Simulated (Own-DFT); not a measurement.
# Strain and stress in diamond-structure SiGeSn with randomly placed atoms, 64 atoms (Ge40Si16Sn8)

All numbers below are calculated, not measured. The program, named Own-DFT, is a retired in-house plane-wave density functional code that no person has reviewed. Each row is one single-point run on a periodic cell that was not relaxed, without spin or spin-orbit coupling.

Settings of every run: PBE; PseudoDojo norm-conserving scalar-relativistic files; cutoff 49 hartree; 3 x 3 x 3 k mesh centred on Gamma; Fermi-Dirac smearing of 0.1 eV.

Known limits: forces on such cells moved up to 12 meV/angstrom on a denser k mesh; stress not checked against mesh or cutoff.

Unstrained cell vectors in Å: (11.410, 0.000, 0.000); (0.000, 11.410, 0.000); (0.000, 0.000, 11.410). The unstrained cell has measured lattice constants (interpolated for alloys), not those of this functional. That, the random moves and any unrelaxed bonds set the pressure at no strain. Each run strains this cell uniformly, with the atoms carried along. Every atom was also moved at random, by a Gaussian of width 0.05 Å on each axis. The random placing of the alloy's atoms differs from row to row. Strain is the symmetric tensor, in per cent. Stress is positive in tension, and the pressure is minus a third of its trace.

```
run  e_xx (%)  e_yy (%)  e_zz (%)  s_xx (GPa)  s_yy (GPa)  s_zz (GPa)  P (GPa)  E (meV/atom)
  1     -2.50     -2.50      0.00      -10.16       -9.93       -8.59     9.56         113.0
  2      1.00      1.00      0.00       -2.89       -2.89       -3.44     3.07          13.8
  3     -1.75     -1.75      0.00       -8.48       -8.32       -7.07     7.96          79.4
  4      2.75      2.75      0.00       -0.14       -0.12       -1.73     0.67           0.0
  5     -1.25     -1.25      0.00       -7.51       -7.37       -6.74     7.21          83.2
  6     -2.25     -2.25      0.00      -10.00       -9.77       -8.24     9.34         121.9
  7      2.50      2.50      0.00       -0.53       -0.56       -2.04     1.04           7.3
  8     -0.25     -0.25      0.00       -4.99       -5.09       -5.07     5.05          33.6
  9      0.75      0.75      0.00           ?           ?           ?        ?             ?
```

E is the free energy for each atom above the lowest run shown.

## Worked fit

The change of volume is close to e_xx + e_yy + e_zz. A straight line through the runs shown gives P = 5.15 - 85 x (fractional change of volume) GPa, with an error of 3 on the slope and a scatter of 0.35 GPa. The strain isn't the same on all axes, but the crystal is cubic, so the slope still estimates the bulk modulus, averaged over pressures from 0.7 to 9.6 GPa.

## Withheld run

Question: what pressure should run 9 give? Its volume changes by 1.51 %.

The line gives 3.9 GPa. The calculation gave 3.49 GPa.
